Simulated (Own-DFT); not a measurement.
Simulation results for Hf31O64 (monoclinic hafnia with one vacancy, atoms displaced)

A calculation, not a measurement: plane-wave density functional theory by an unreviewed code, no spin, of a simulated periodic cell, stress positive in tension, run twice, with PBE and with PBEsol, both on files made for PBE, so the change isn't that of files made for PBEsol, defect cell not probed for a lower state with spin; a neutral cation vacancy leaves holes that likely carry spin, which this run leaves out; hafnium file: forces about 75 meV/angstrom off all-electron values; oxygen file: force components 24 meV/angstrom off all-electron in one glass; forces on such cells passed a denser k mesh, this cell's mesh not checked; the far tail of each file's local potential was reset to the Coulomb form; each entry is a single point on an unrelaxed cell, so the pressure reflects the starting lattice, mostly measured values (interpolated for alloys), from which strain is counted, and rises with the displacements; printed positions are rounded, which can move forces by about a meV/angstrom; the program, named Own-DFT, is a retired in-house code; no spin-orbit coupling; stress was not checked against mesh or cutoff. Program: Own-DFT development build.

Settings shared by all entries: functional PBE, then PBEsol; potential files PseudoDojo norm-conserving, scalar-relativistic, standard set; wave cutoff 72 hartree; occupations Fermi-Dirac; smearing width 0.1 eV; k mesh 2 x 2 x 2 centred on Gamma.

(1) Hf31O64 (monoclinic hafnia with one vacancy, atoms displaced)

```
CELL_PARAMETERS angstrom
10.23400 0.00000 0.00000
0.00000 10.35000 0.00000
-1.69550 0.00000 10.44530
ATOMIC_POSITIONS crystal
Hf 0.12604 0.01473 0.10777
Hf 0.35715 0.46589 0.40710
Hf 0.13757 0.22094 0.36551
O 0.03531 0.16870 0.16652
O 0.46198 0.41685 0.07108
O 0.46087 0.32466 0.31673
O 0.03431 0.09373 0.42206
O 0.23387 0.38152 0.23942
O 0.28255 0.12373 0.00715
O 0.27041 0.12724 0.27452
O 0.23987 0.37694 0.49060
Hf 0.13672 0.01608 0.61296
Hf 0.35759 0.28460 0.65621
Hf 0.34509 0.47610 0.88075
Hf 0.14392 0.22868 0.85813
O 0.03855 0.17202 0.66073
O 0.45688 0.42278 0.58130
O 0.46441 0.33221 0.82663
O 0.03649 0.08191 0.93966
O 0.22706 0.37089 0.74826
O 0.27566 0.13007 0.51405
O 0.27242 0.10904 0.75781
O 0.23707 0.36717 0.99257
Hf 0.14264 0.51831 0.09869
Hf 0.37300 0.76495 0.13826
Hf 0.35973 0.96896 0.39920
Hf 0.15511 0.72921 0.35293
O 0.04409 0.65867 0.17765
O 0.44164 0.90933 0.06774
O 0.46041 0.83087 0.33673
O 0.03551 0.58339 0.43303
O 0.22045 0.87443 0.23916
O 0.27725 0.63957 0.02129
O 0.27734 0.62143 0.26922
O 0.22500 0.88159 0.49633
Hf 0.14269 0.53229 0.60541
Hf 0.36066 0.77482 0.65389
Hf 0.36615 0.97076 0.91604
Hf 0.14112 0.72341 0.85279
O 0.05260 0.68473 0.67499
O 0.46260 0.91246 0.57442
O 0.45586 0.82771 0.83116
O 0.03159 0.58467 0.93609
O 0.23540 0.87347 0.73893
O 0.26320 0.63198 0.50252
O 0.27635 0.61843 0.76586
O 0.23236 0.87578 0.99249
Hf 0.63982 0.01423 0.10210
Hf 0.86007 0.26987 0.15162
Hf 0.86105 0.48116 0.38951
Hf 0.63470 0.21199 0.35335
O 0.54064 0.14871 0.17860
O 0.95597 0.42329 0.07553
O 0.96339 0.33592 0.31483
O 0.53267 0.08704 0.41580
O 0.72375 0.37513 0.24082
O 0.78567 0.13529 0.02608
O 0.77064 0.13438 0.25736
O 0.72398 0.37802 0.50259
Hf 0.64071 0.03235 0.59046
Hf 0.86596 0.26073 0.64003
Hf 0.86561 0.47196 0.90517
Hf 0.63750 0.21843 0.84726
O 0.53532 0.16476 0.66677
O 0.96642 0.40687 0.57530
O 0.96891 0.33664 0.81988
O 0.54227 0.07976 0.92370
O 0.72118 0.36529 0.73358
O 0.78325 0.11469 0.51776
O 0.77186 0.10558 0.76340
O 0.71790 0.36917 0.00135
Hf 0.63696 0.52069 0.10296
Hf 0.85878 0.76867 0.14718
Hf 0.86229 0.97670 0.39053
Hf 0.64461 0.72393 0.35844
O 0.52931 0.66402 0.17680
O 0.96909 0.91308 0.07874
O 0.95684 0.83335 0.32160
O 0.52490 0.58075 0.42567
O 0.73503 0.87203 0.24612
O 0.77410 0.62582 0.01219
O 0.77476 0.61462 0.27559
O 0.71997 0.87030 0.47305
Hf 0.63137 0.52639 0.60242
Hf 0.86718 0.76224 0.64020
Hf 0.86263 0.97814 0.90738
Hf 0.64736 0.72730 0.85626
O 0.53542 0.66914 0.67670
O 0.95136 0.91013 0.57238
O 0.95430 0.84282 0.82906
O 0.54096 0.58108 0.91406
O 0.73809 0.87927 0.74992
O 0.78394 0.61466 0.50591
O 0.78127 0.64192 0.75580
O 0.72618 0.86636 0.01303
```

| Item | Value |
| --- | --- |
| PBE pressure | 9.74 GPa |
| PBE stress xx | -9.91 GPa |
| PBE stress yy | -9.21 GPa |
| PBE stress zz | -10.11 GPa |
| PBE stress yz | 1.09 GPa |
| PBE stress xz | 0.46 GPa |
| PBE stress xy | -0.6 GPa |
| PBEsol pressure | 3.38 GPa |
| PBEsol stress xx | -3.53 GPa |
| PBEsol stress yy | -2.93 GPa |
| PBEsol stress zz | -3.68 GPa |
| PBEsol stress yz | 1.09 GPa |
| PBEsol stress xz | 0.72 GPa |
| PBEsol stress xy | -0.62 GPa |
| rms change of force components from PBE to PBEsol | 0.073 eV/Å |

Force:
```csv
force element,PBE force x (eV/Å),PBE force y (eV/Å),PBE force z (eV/Å),PBEsol force x (eV/Å),PBEsol force y (eV/Å),PBEsol force z (eV/Å)
Hf,4.191,2.361,1.307,4.057,2.347,1.216
Hf,3.36,2.536,-6.444,3.275,2.449,-6.294
Hf,2.458,2.838,-2.843,2.44,2.691,-2.81
O,-0.242,-0.075,1.128,-0.252,-0.094,1.146
O,1.081,1.224,-0.472,1.135,1.346,-0.574
O,0.329,1.082,1.481,0.34,1.061,1.518
O,-2.62,-3.24,1.077,-2.543,-3.172,1.095
O,-1.34,0.352,0.834,-1.308,0.423,0.882
O,-1.337,-0.122,-0.36,-1.4,-0.223,-0.484
O,-0.287,-1.792,0.068,-0.42,-1.796,0.171
O,-5.005,-2.369,2.582,-4.812,-2.311,2.555
Hf,0.908,0.408,-0.992,0.95,0.465,-1.002
Hf,1.701,-4.609,-2.04,1.66,-4.437,-1.978
Hf,4.049,-1.639,6.008,3.942,-1.693,5.889
Hf,0.023,-1.489,1.744,0.067,-1.472,1.681
O,0.477,-0.794,1.216,0.457,-0.778,1.217
O,1.387,-0.045,1.565,1.333,-0.041,1.476
O,0.167,0.336,0.128,0.123,0.328,0.038
O,-0.212,1.077,-2.801,-0.219,1.001,-2.658
O,-1.731,1.431,-1.579,-1.595,1.389,-1.511
O,-0.266,0.333,1.175,-0.344,0.319,1.138
O,-0.352,1.249,0.476,-0.44,1.239,0.441
O,-1.768,1.012,-1.757,-1.698,1.057,-1.831
Hf,0.718,-1.451,3.015,0.688,-1.345,2.942
Hf,-3.996,-0.211,4.08,-3.932,-0.179,3.991
Hf,-0.492,2.518,-0.788,-0.502,2.404,-0.727
Hf,-2.781,0.145,-0.989,-2.662,0.077,-1.006
O,-1.404,0.742,0.09,-1.336,0.733,0.122
O,7.081,1.011,5.654,6.892,0.976,5.476
O,1.429,-1.049,-1.196,1.373,-1.019,-1.193
O,-0.014,0.57,-0.438,0.002,0.523,-0.355
O,0.428,0.056,0.388,0.456,0.024,0.409
O,-0.69,-2.272,-2.944,-0.739,-2.208,-2.871
O,0.884,-0.745,-0.613,0.779,-0.705,-0.582
O,-0.917,-1.354,-0.592,-0.811,-1.308,-0.569
Hf,-2.361,-2.074,-2.118,-2.299,-1.946,-2.142
Hf,2.132,0.324,-1.627,2.081,0.402,-1.547
Hf,-1.689,4.372,-7.54,-1.711,4.221,-7.341
Hf,-1.409,3.161,2.765,-1.345,3.05,2.665
O,-0.796,-1.099,-0.611,-0.767,-1.076,-0.535
O,1.083,0.319,0.614,1.005,0.314,0.525
O,2.198,-0.855,0.422,2.111,-0.85,0.341
O,0.876,1.234,-2.534,0.872,1.168,-2.419
O,-2.764,0.338,0.972,-2.635,0.309,0.933
O,1.585,0.143,2.529,1.458,0.121,2.456
O,-0.251,0.459,-1.267,-0.322,0.453,-1.237
O,-3.733,-2.131,-0.956,-3.552,-2.086,-0.927
Hf,-0.662,2.313,0.888,-0.618,2.36,0.852
Hf,0.24,1.432,-0.861,0.203,1.438,-0.815
Hf,0.772,-3.079,1.958,0.727,-3.023,1.944
Hf,-0.25,5.171,-2.329,-0.261,4.981,-2.364
O,0.119,-0.499,-0.2,0.302,-0.562,-0.094
O,1.057,-0.583,0.487,1.012,-0.547,0.389
O,1.051,0.518,2.051,0.98,0.476,1.951
O,-1.45,-2.327,1.826,-1.376,-2.276,1.844
O,-0.625,1.079,0.354,-0.512,1.055,0.324
O,-1.083,-2.625,-2.342,-1.113,-2.582,-2.262
O,1.203,-3.043,1.307,1.112,-2.955,1.263
O,0.126,-1.736,-1.891,0.202,-1.661,-1.81
Hf,-2.269,-3.696,3.224,-2.212,-3.535,3.132
Hf,-0.905,2.809,0.973,-0.871,2.821,0.962
Hf,-1.177,-0.376,-1.429,-1.105,-0.411,-1.297
Hf,0.266,1.748,0.759,0.264,1.658,0.682
O,-0.531,0.573,0.15,-0.469,0.561,0.208
O,1.351,1.081,-0.017,1.284,1.05,-0.05
O,0.073,-0.269,0.87,0.06,-0.29,0.817
O,0.078,-0.918,0.574,0.104,-0.901,0.631
O,-0.008,1.209,1.255,0.039,1.147,1.213
O,0.585,1.431,-1.67,0.501,1.378,-1.615
O,0.508,1.665,-0.141,0.411,1.629,-0.145
O,0.543,-0.077,-1.754,0.607,-0.046,-1.679
Hf,-1.21,-2.32,-0.073,-1.183,-2.276,-0.127
Hf,2.319,-1.158,1.078,2.236,-1.031,1.082
Hf,0.738,-0.083,0.188,0.695,-0.17,0.22
Hf,-2.237,-0.075,0.218,-2.149,-0.102,0.201
O,2.532,-0.762,0.094,2.467,-0.715,0.126
O,-2.011,-1.981,0.549,-1.98,-1.904,0.49
O,2.045,-0.481,0.732,1.938,-0.461,0.65
O,1.675,0.901,0.408,1.665,0.866,0.477
O,-2.088,0.933,-1.1,-1.952,0.894,-1.061
O,0.439,0.424,0.117,0.362,0.415,0.11
O,-0.111,1.774,-3.292,-0.171,1.74,-3.182
O,-0.346,-0.11,1.757,-0.27,-0.108,1.671
Hf,1.177,-1.495,0.282,1.142,-1.435,0.213
Hf,-1.599,1.217,0.658,-1.57,1.23,0.695
Hf,-0.312,0.68,-1.252,-0.275,0.611,-1.215
Hf,-1.071,0.938,-0.712,-1.027,0.838,-0.728
O,-0.154,0.014,0.023,-0.136,0.015,0.083
O,2.086,1.681,-0.132,2.012,1.641,-0.176
O,3.532,-2.224,-0.128,3.402,-2.18,-0.165
O,-0.984,-0.455,0.415,-0.921,-0.424,0.451
O,-2.038,-0.153,-1.363,-1.902,-0.175,-1.29
O,-1.195,2.187,1.43,-1.227,2.131,1.369
O,-0.268,-3.155,0.87,-0.34,-3.011,0.838
O,-0.02,-0.316,-2.629,0.061,-0.301,-2.543
```

(2) Hf31O64 (monoclinic hafnia with one vacancy, atoms displaced)

```
CELL_PARAMETERS angstrom
10.23400 0.00000 0.00000
0.00000 10.35000 0.00000
-1.69550 0.00000 10.44530
ATOMIC_POSITIONS crystal
Hf 0.35538 0.28862 0.14224
Hf 0.36775 0.46604 0.39960
Hf 0.12566 0.22843 0.35150
O 0.03659 0.16812 0.18695
O 0.45584 0.41418 0.06499
O 0.45901 0.32830 0.33641
O 0.03233 0.07173 0.41383
O 0.22719 0.36601 0.24709
O 0.27601 0.13205 0.00396
O 0.26712 0.12821 0.26149
O 0.23484 0.37196 0.47947
Hf 0.14026 0.02663 0.60566
Hf 0.36860 0.27531 0.65118
Hf 0.35203 0.46618 0.89136
Hf 0.14580 0.22748 0.84826
O 0.04874 0.16147 0.67125
O 0.46119 0.40760 0.56725
O 0.46394 0.32407 0.82854
O 0.03847 0.08911 0.92650
O 0.20992 0.36398 0.73750
O 0.27427 0.13294 0.50827
O 0.26992 0.10745 0.74076
O 0.21302 0.35487 0.99163
Hf 0.14442 0.52543 0.10576
Hf 0.36403 0.78200 0.14996
Hf 0.35711 0.98620 0.39915
Hf 0.14136 0.73825 0.35146
O 0.02479 0.65901 0.17691
O 0.45786 0.92327 0.07877
O 0.46606 0.82101 0.32837
O 0.02300 0.57707 0.42367
O 0.21796 0.88984 0.24301
O 0.27581 0.61594 0.00768
O 0.27205 0.62871 0.25954
O 0.21813 0.87729 0.49599
Hf 0.12538 0.51720 0.60837
Hf 0.35822 0.77425 0.64590
Hf 0.37653 0.97424 0.89953
Hf 0.13363 0.72265 0.86687
O 0.04648 0.66202 0.68936
O 0.45941 0.90565 0.58149
O 0.47024 0.82611 0.81572
O 0.04628 0.59075 0.92618
O 0.22677 0.87667 0.72578
O 0.27861 0.63248 0.51000
O 0.26727 0.62178 0.75483
O 0.23420 0.86847 0.99647
Hf 0.61211 0.01292 0.09876
Hf 0.87195 0.26689 0.14933
Hf 0.86923 0.48016 0.39900
Hf 0.63280 0.21595 0.35558
O 0.53290 0.17105 0.15841
O 0.96347 0.41717 0.06740
O 0.95819 0.31942 0.32280
O 0.54357 0.07492 0.41943
O 0.73131 0.36314 0.24693
O 0.78754 0.13220 0.01451
O 0.77879 0.12014 0.26807
O 0.72834 0.37349 0.49723
Hf 0.63367 0.01557 0.61372
Hf 0.86634 0.27270 0.65630
Hf 0.86912 0.49048 0.88860
Hf 0.64829 0.23512 0.86059
O 0.53383 0.16340 0.66676
O 0.96799 0.40414 0.58159
O 0.96547 0.35195 0.82891
O 0.54061 0.07606 0.91397
O 0.72839 0.39073 0.73985
O 0.78802 0.12488 0.51558
O 0.78223 0.10936 0.76615
O 0.72517 0.36098 0.98958
Hf 0.64440 0.50825 0.10493
Hf 0.86318 0.76139 0.14292
Hf 0.85235 0.97808 0.39337
Hf 0.64395 0.72651 0.35368
O 0.54275 0.65798 0.18112
O 0.96064 0.92565 0.07211
O 0.96815 0.83765 0.33472
O 0.52420 0.57281 0.42468
O 0.72425 0.88298 0.23140
O 0.76804 0.62453 0.01970
O 0.79356 0.61954 0.25432
O 0.73775 0.88130 0.49506
Hf 0.64656 0.52551 0.60455
Hf 0.86084 0.76604 0.66581
Hf 0.85120 0.98563 0.89757
Hf 0.64653 0.73885 0.84971
O 0.53746 0.68845 0.66994
O 0.95769 0.91192 0.58218
O 0.95993 0.82603 0.82603
O 0.53190 0.57367 0.91472
O 0.73660 0.88248 0.73342
O 0.79477 0.63214 0.51527
O 0.77782 0.62778 0.75586
O 0.72509 0.86574 0.99151
```

| Quantity | Value |
| --- | --- |
| PBE pressure | 8.84 GPa |
| PBE stress xx | -9.3 GPa |
| PBE stress yy | -8.77 GPa |
| PBE stress zz | -8.44 GPa |
| PBE stress yz | 0.02 GPa |
| PBE stress xz | 0.19 GPa |
| PBE stress xy | -1.04 GPa |
| PBEsol pressure | 2.49 GPa |
| PBEsol stress xx | -2.92 GPa |
| PBEsol stress yy | -2.49 GPa |
| PBEsol stress zz | -2.05 GPa |
| PBEsol stress yz | 0.03 GPa |
| PBEsol stress xz | 0.53 GPa |
| PBEsol stress xy | -1.03 GPa |
| rms change of force components from PBE to PBEsol | 0.068 eV/Å |

Force:
```csv
force element,PBE force x (eV/Å),PBE force y (eV/Å),PBE force z (eV/Å),PBEsol force x (eV/Å),PBEsol force y (eV/Å),PBEsol force z (eV/Å)
Hf,-0.843,-5.61,0.755,-0.854,-5.458,0.728
Hf,-3.139,3.181,-1.178,-3.062,3.023,-1.101
Hf,2.638,-1.586,1.629,2.587,-1.618,1.516
O,-0.167,-0.769,-2.155,-0.252,-0.588,-1.962
O,1.462,0.933,0.83,1.394,0.913,0.754
O,2.707,-2.441,-2.01,2.619,-2.37,-1.999
O,0.152,0.634,1.061,0.147,0.631,1.082
O,-0.817,3.003,-1.907,-0.711,2.909,-1.862
O,1.752,0.075,-1.102,1.723,0.153,-1.152
O,1.857,-0.463,0.913,1.77,-0.399,0.999
O,-2.805,-0.574,2.417,-2.646,-0.569,2.35
Hf,-0.111,-4.191,-2.602,-0.057,-4.068,-2.551
Hf,-1.207,-1.84,-2.381,-1.162,-1.779,-2.32
Hf,0.848,3.213,-0.265,0.838,3.111,-0.195
Hf,-1.026,-3.633,2.542,-0.965,-3.597,2.48
O,-4.466,3.227,0.816,-4.336,3.17,0.852
O,2.407,0.633,3.088,2.31,0.614,2.946
O,0.16,0.076,0.299,0.147,0.071,0.236
O,-1.236,0.288,-1.57,-1.242,0.32,-1.608
O,1.773,2.072,-0.511,1.775,2.006,-0.476
O,0.722,-0.202,-0.062,0.649,-0.231,-0.053
O,2.452,1.614,3.609,2.311,1.596,3.493
O,0.334,2.913,0.06,0.414,2.852,0.058
Hf,-1.007,-1.032,1.491,-0.974,-0.941,1.406
Hf,-2.866,-2.448,0.567,-2.829,-2.356,0.597
Hf,-1.576,-0.594,-1.12,-1.6,-0.604,-1.072
Hf,0.172,0.356,1.016,0.203,0.358,0.953
O,1.746,-0.51,-0.394,1.703,-0.474,-0.355
O,-0.829,-1.357,0.134,-0.804,-1.299,0.063
O,0.213,1.577,0.549,0.228,1.513,0.45
O,3.311,1.648,0.809,3.192,1.562,0.849
O,1.691,-1.542,1.176,1.771,-1.616,1.266
O,0.67,0.424,0.756,0.544,0.381,0.725
O,0.027,-0.872,-0.898,-0.051,-0.827,-0.9
O,0.833,-0.5,-1.806,0.881,-0.476,-1.76
Hf,3.151,1.433,-1.083,3.054,1.451,-1.058
Hf,-2.466,-2.879,-1.313,-2.42,-2.746,-1.277
Hf,-5.571,0.041,-2.978,-5.437,0.009,-2.868
Hf,4.926,5.454,-2.178,4.826,5.246,-2.178
O,-2.534,-0.158,-1.467,-2.451,-0.163,-1.369
O,2.619,3.607,-1.612,2.548,3.53,-1.589
O,-0.162,1.9,3.234,-0.14,1.839,3.097
O,-4.141,-3.822,1.583,-4.039,-3.758,1.584
O,-0.865,0.315,2.528,-0.751,0.319,2.418
O,-1.265,-0.23,-0.276,-1.288,-0.196,-0.26
O,1.047,-1.996,1.611,0.935,-1.948,1.577
O,0.706,-1.399,-1.378,0.838,-1.448,-1.358
Hf,6.862,3.209,2.376,6.689,3.186,2.289
Hf,-0.867,-0.6,-1.247,-0.824,-0.563,-1.157
Hf,-2.741,-2.122,-1.19,-2.678,-2.087,-1.127
Hf,2.297,2.58,-0.543,2.271,2.467,-0.565
O,-0.364,0.245,1.082,-0.34,0.203,1.111
O,0.365,0.57,0.511,0.345,0.582,0.44
O,-0.601,2.777,2.216,-0.595,2.682,2.089
O,-1.487,-1.654,0.715,-1.446,-1.598,0.754
O,-1.268,2.175,-1.167,-1.161,2.112,-1.154
O,-1.46,-0.942,-1.172,-1.453,-0.913,-1.186
O,-1.147,0.192,-0.73,-1.169,0.201,-0.661
O,-0.445,-0.322,0.099,-0.374,-0.289,0.132
Hf,0.802,0.053,-2.386,0.808,0.087,-2.353
Hf,-0.494,-1.594,-1.992,-0.481,-1.473,-1.954
Hf,-0.988,-0.987,2.642,-0.942,-1.051,2.597
Hf,-0.426,-1.262,-0.641,-0.403,-1.275,-0.615
O,0.561,0.449,0.71,0.544,0.433,0.729
O,0.123,0.382,-0.525,0.112,0.4,-0.524
O,1.316,-2.004,-0.987,1.246,-1.939,-1.01
O,0.981,0.423,0.056,0.937,0.386,0.144
O,-0.522,-1.139,0.742,-0.43,-1.103,0.718
O,-1.281,1.141,0.895,-1.307,1.09,0.857
O,-1.3,3.51,-1.548,-1.343,3.419,-1.494
O,-0.076,1.889,0.182,-0.042,1.836,0.168
Hf,-1.151,0.681,-0.146,-1.094,0.736,-0.187
Hf,0.183,3.024,0.836,0.15,2.959,0.844
Hf,2.187,0.574,-0.003,2.135,0.537,0.033
Hf,-0.79,-0.087,0.004,-0.81,-0.11,-0.073
O,0.033,-0.017,-0.76,0.071,0.006,-0.669
O,-0.728,-1.294,0.351,-0.869,-1.309,0.234
O,-0.324,-1.075,-1.041,-0.312,-1.056,-1.052
O,4.365,2.743,0.571,4.262,2.65,0.624
O,-0.783,-1.341,0.706,-0.715,-1.319,0.697
O,0.841,-0.168,-2.167,0.773,-0.164,-2.084
O,-1.839,-0.833,1.481,-1.826,-0.798,1.434
O,-3.036,-2.258,-0.38,-2.891,-2.171,-0.363
Hf,-2.167,0.11,-1.767,-2.064,0.124,-1.758
Hf,3.813,1.595,-5.431,3.712,1.622,-5.276
Hf,4.042,-1.22,3.296,3.931,-1.218,3.258
Hf,-2.901,-2.374,0.543,-2.843,-2.335,0.481
O,2.924,-3.16,-0.726,2.86,-3.049,-0.634
O,1.391,0.363,0.544,1.322,0.365,0.487
O,0.383,1.102,2.716,0.358,1.025,2.573
O,0.624,0.368,0.076,0.608,0.326,0.142
O,-2.776,0.017,2.061,-2.667,0.004,2.025
O,-1.946,-0.868,-0.72,-1.965,-0.88,-0.693
O,-0.909,-1.432,1.528,-0.939,-1.377,1.477
O,-0.557,0.61,-0.896,-0.482,0.593,-0.902
```
